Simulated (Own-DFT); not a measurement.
# What a defect does to the pressure of its cell: C40 NbSi2

Everything here is calculated. The program is Own-DFT (plane waves, in-house, since retired, never reviewed by a person); positions were held fixed, and spin and spin-orbit coupling were off.

All runs used: PBEsol; PseudoDojo norm-conserving scalar-relativistic files, made for PBE; cutoff 42 hartree; 4 x 4 x 5 k mesh centred on Gamma; cold (Marzari-Vanderbilt) smearing of 0.2 eV.

Limits: forces on such cells failed a check on a denser k mesh; stress not checked against mesh or cutoff.

All runs share one cell, with vectors in Å (0.000, 8.324, 0.000); (-9.613, 0.000, 0.000); (0.000, 0.000, 6.586) and a volume of 527.0 Å³. u is the rms random offset of the atoms per axis. The defect's site can differ from row to row.

| cell | formula | u (Å) | P (GPa) |
|---|---|---|---|
| no defect | Nb12Si24 | 0.0203 | -2.14 |
| no defect | Nb12Si24 | 0.0481 | -1.01 |
| no defect | Nb12Si24 | 0.0487 | -1.16 |
| two Si on a Nb site each | Nb10Si26 | 0.0299 | -1.77 |
| two Si on a Nb site each | Nb10Si26 | 0.0354 | -1.80 |
| two Si on a Nb site each | Nb10Si26 | 0.0496 | -1.17 |
| one Si vacancy | Nb12Si23 | 0.0318 | -2.61 |
| one Si vacancy | Nb12Si23 | 0.0331 | -2.62 |
| one Si vacancy | Nb12Si23 | 0.0504 | -1.68 |
| two Nb on a Si site each | Nb14Si22 | 0.0285 | ? |
| two Nb on a Si site each | Nb14Si22 | 0.0319 | 3.47 |
| two Nb on a Si site each | Nb14Si22 | 0.0518 | 4.99 |
| two Nb on a Si site each | Nb14Si22 | 0.0532 | 4.52 |
| two Nb vacancies | Nb10Si24 | 0.0318 | -3.38 |
| two Nb vacancies | Nb10Si24 | 0.0488 | -2.84 |
| two Nb vacancies | Nb10Si24 | 0.0535 | -2.27 |

## What the rows give

P = P0 + c u² + a shift for each defect gives P0 = -2.42 GPa, c = 581 ± 63 GPa/Å² and a scatter of 0.19 GPa. The shifts, and each times the cell's volume:

- two Nb on a Si site each: 5.49 ± 0.16 GPa, 18.0 eV (9.0 eV for each of its 2 sites)
- two Si on a Nb site each: -0.05 ± 0.16 GPa, -0.2 eV (-0.1 eV for each of its 2 sites) (not resolved)
- one Si vacancy: -0.78 ± 0.16 GPa, -2.6 eV
- two Nb vacancies: -1.62 ± 0.16 GPa, -5.3 eV (-2.7 eV for each of its 2 sites)

Positive is outwards. The product with the volume (160.2 GPa Å³ to the eV) is nearly free of the cell's size; divided by the bulk modulus at the cell's pressure it gives the volume that the defect adds. The atoms around the defects weren't relaxed, which would change these numbers.

## Test on the hidden row

The question: what pressure belongs in the blank (two Nb on a Si site each, u = 0.0285 Å)?

The fit gives 3.53 ± 0.24 GPa. The run itself gave 3.60 GPa.
